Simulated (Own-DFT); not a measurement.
# Shaking the atoms of diamond germanium, 16 atoms (Ge16)

All numbers below are calculated, not measured. The program, named Own-DFT, is a retired in-house plane-wave density functional code that no person has reviewed. Each row is one single-point run on a periodic cell that was not relaxed, without spin or spin-orbit coupling.

Settings of every run: PBE; PseudoDojo norm-conserving scalar-relativistic files; cutoff 42 hartree; 5 x 5 x 5 k mesh centred on Gamma; Fermi-Dirac smearing of 0.1 eV.

Known limits: k mesh not checked against a denser one; stress not checked against mesh or cutoff.

Cell vectors in Å: (0.000, 5.658, 5.658); (5.658, 0.000, 5.658); (5.658, 5.658, 0.000). In each run every atom was moved at random and independently from its ideal site; u is the rms move along one axis. E is the free energy for each atom above the fitted value at u = 0, and F the rms of the force components.

| run | u (Å) | E (meV/atom) | F (eV/Å) | largest force (eV/Å) | P (GPa) |
|---|---|---|---|---|---|
| 1 | 0.0172 | 4.8 | 0.257 | 0.69 | 3.86 |
| 2 | 0.0202 | 8.9 | 0.337 | 0.86 | 3.93 |
| 3 | 0.0237 | 9.7 | 0.361 | 0.97 | 3.92 |
| 4 | 0.0409 | 34.2 | 0.663 | 1.71 | 4.27 |
| 5 | 0.0483 | ? | ? | ? | ? |
| 6 | 0.0499 | 39.2 | 0.711 | 2.42 | 4.32 |
| 7 | 0.0967 | 197.1 | 1.674 | 4.63 | 6.44 |
| 8 | 0.1017 | 156.2 | 1.281 | 3.61 | 5.26 |
| 9 | 0.1025 | 208.1 | 1.653 | 4.76 | 6.60 |
| 10 | 0.1696 | 449.8 | 2.672 | 8.45 | 9.10 |

## Worked fit

For small independent moves the energy grows as E = (3/2) K u², with K the mean stiffness felt by one atom. The runs with u up to 0.11 Å give K = 12.3 ± 0.8 eV/Å², with residuals divided by u² + 0.0006 Å², since the noise grows with the moves. The scatter is 6.6 meV/atom at u = 0.05 Å. The forces follow F = G u with G = 15.5 eV/Å²; no force at u = 0 is resolved. G exceeds K because the moves of its neighbours add to the force on an atom, and stiffness differs between atoms. At u = 0.170 Å the parabola gives 530 meV/atom and the run 450. The pressure follows P = 3.83 + 224 u² GPa: at fixed volume, shortened bonds push harder than stretched ones pull.

## Withheld run

Question: what energy and rms force should run 5 give?

The fit gives 43 ± 7 meV/atom and about 0.75 eV/Å. The calculation gave 39.5 meV/atom and 0.665 eV/Å.
